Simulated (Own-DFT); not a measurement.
# How strain changes the stress of 4H SiC, 32 atoms (C16Si16)

Calculated results; nothing here was measured. They come from Own-DFT, an in-house plane-wave density functional program, since retired, whose code no person has reviewed. Each row is one single-point run on a periodic cell that was not relaxed, without spin or spin-orbit coupling.

Settings of every run: PBE; PseudoDojo norm-conserving scalar-relativistic files; cutoff 42 hartree; 5 x 5 x 3 k mesh centred on Gamma; Fermi-Dirac smearing of 0.1 eV.

Known limits: forces on such cells passed a denser k mesh, each cell not checked; stress not checked against mesh or cutoff.

Unstrained cell vectors in Å: (6.165, 0.000, 0.000); (-3.083, 5.339, 0.000); (0.000, 0.000, 10.068). The unstrained cell has measured lattice constants (interpolated for alloys), not those of this functional. That, the random moves and any unrelaxed bonds set the pressure at no strain. Each run strains this cell uniformly, with the atoms carried along. Every atom was also moved at random, by a Gaussian of width 0.05 Å on each axis. Strain is the symmetric tensor, in per cent. Stress is positive in tension, and the pressure is minus a third of its trace.

| run | e_xx (%) | e_yy (%) | e_zz (%) | e_yz (%) | e_xz (%) | e_xy (%) | s_xx (GPa) | s_yy (GPa) | s_zz (GPa) | s_yz (GPa) | s_xz (GPa) | s_xy (GPa) | P (GPa) | E (meV/atom) |
|---|---|---|---|---|---|---|---|---|---|---|---|---|---|---|
| 1 | 1.38 | -0.69 | 0.39 | 1.44 | -0.71 | 1.20 | 2.58 | -5.62 | -2.97 | 3.22 | -2.79 | 5.14 | 2.00 | 0.0 |
| 2 | 0.08 | 1.88 | -0.96 | 0.72 | 1.96 | 1.79 | -2.98 | 3.49 | -10.33 | 1.79 | 7.38 | 7.67 | 3.27 | 24.5 |
| 3 | 0.23 | -1.45 | 1.74 | -1.85 | -1.48 | -0.42 | -3.83 | -13.86 | 2.57 | -7.58 | -5.09 | -1.54 | 5.04 | 47.0 |
| 4 | -0.94 | 0.59 | 0.12 | -1.56 | 1.09 | 0.14 | -10.43 | -1.95 | -4.68 | -5.22 | 4.35 | 0.97 | 5.69 | 18.3 |
| 5 | -1.43 | -0.66 | 0.60 | 0.09 | -0.63 | -0.76 | -14.82 | -10.74 | -2.62 | 1.15 | -0.82 | -4.65 | 9.39 | 52.0 |
| 6 | 1.40 | 1.09 | -1.80 | 0.13 | -0.29 | 1.74 | 1.45 | 0.44 | -16.96 | -1.23 | -0.10 | 9.30 | 5.02 | 56.7 |
| 7 | -1.06 | 1.38 | 0.52 | 1.72 | -1.27 | -1.77 | -9.68 | 1.89 | -2.20 | 5.54 | -3.01 | -9.39 | 3.33 | 28.0 |
| 8 | -0.33 | -0.90 | -1.54 | 0.16 | 0.71 | 0.79 | -7.07 | -10.89 | -17.19 | 0.93 | 2.62 | 2.63 | 11.72 | 26.9 |
| 9 | 1.60 | 0.87 | -1.78 | -1.91 | -0.73 | 1.67 | 3.82 | -1.23 | -14.85 | -5.29 | -4.18 | 7.57 | 4.09 | 36.5 |
| 10 | 0.46 | -0.74 | -1.30 | 0.52 | 1.03 | 0.17 | -3.20 | -7.29 | -15.14 | 1.53 | 5.19 | 0.71 | 8.54 | 12.6 |
| 11 | -0.30 | -0.63 | -1.28 | -0.88 | -1.39 | -1.74 | -11.19 | -8.81 | -13.63 | -4.16 | -6.04 | -9.26 | 11.21 | 47.3 |
| 12 | 1.31 | 1.75 | -1.73 | 0.29 | 1.67 | 1.64 | 2.10 | 5.33 | -16.05 | 0.71 | 6.18 | 6.69 | 2.87 | 36.7 |
| 13 | -1.60 | 0.94 | -1.87 | -0.93 | 1.46 | 0.63 | -15.78 | -3.50 | -13.78 | -4.79 | 5.57 | 3.44 | 11.02 | 34.0 |
| 14 | 0.87 | 0.44 | -0.72 | -1.47 | 0.64 | -1.99 | -1.58 | -1.32 | -11.02 | -4.35 | 2.50 | -11.26 | 4.64 | 25.9 |
| 15 | 1.22 | 1.28 | -1.50 | 0.17 | -0.20 | -0.94 | -0.52 | 3.60 | -12.15 | -0.99 | -0.55 | -3.85 | 3.02 | 16.6 |
| 16 | -1.52 | 1.19 | 1.64 | 1.60 | 1.98 | -0.74 | ? | ? | ? | ? | ? | ? | ? | ? |

E is the free energy for each atom above the lowest run shown.

## Worked fit

Each stress component was fitted by least squares to a constant and the strains of the runs shown, as fractions, with shears doubled. Shear strains stay in the fit of a normal stress only where such slopes are resolved. The slopes, in GPa:

```
stress  at no strain  per e_xx  per e_yy  per e_zz  scatter
  s_xx          -5.5  580 ± 35   73 ± 38   77 ± 38     1.38
  s_yy          -5.1  117 ± 34  522 ± 37   33 ± 37     1.34
  s_zz          -6.0  -25 ± 33   91 ± 36  583 ± 36     1.29
```

Each shear stress against twice its own strain: yz 159 ± 15, xz 193 ± 12, xy 252 ± 12 GPa. These are stiffnesses along x, y and z of the frame in which the cell vectors are given, which need not be the crystal's axes. The atoms are held to the strained lattice; where symmetry lets them move under strain, relaxing them would lower some slopes. The table should be nearly symmetric about its diagonal, and what it lacks of that shows the noise. A ninth of its sum, 228 ± 11 GPa, estimates the bulk modulus near the mean pressure of these runs, 6.1 GPa, so it lies above the value at zero pressure.

## Withheld run

Question: what normal stresses and pressure should run 16 give?

The fit gives s_xx = -12.2, s_yy = -0.2, s_zz = 5.0 and P = 2.5 GPa. The calculation gave -9.86, 0.59, 1.92 and P = 2.45 GPa.
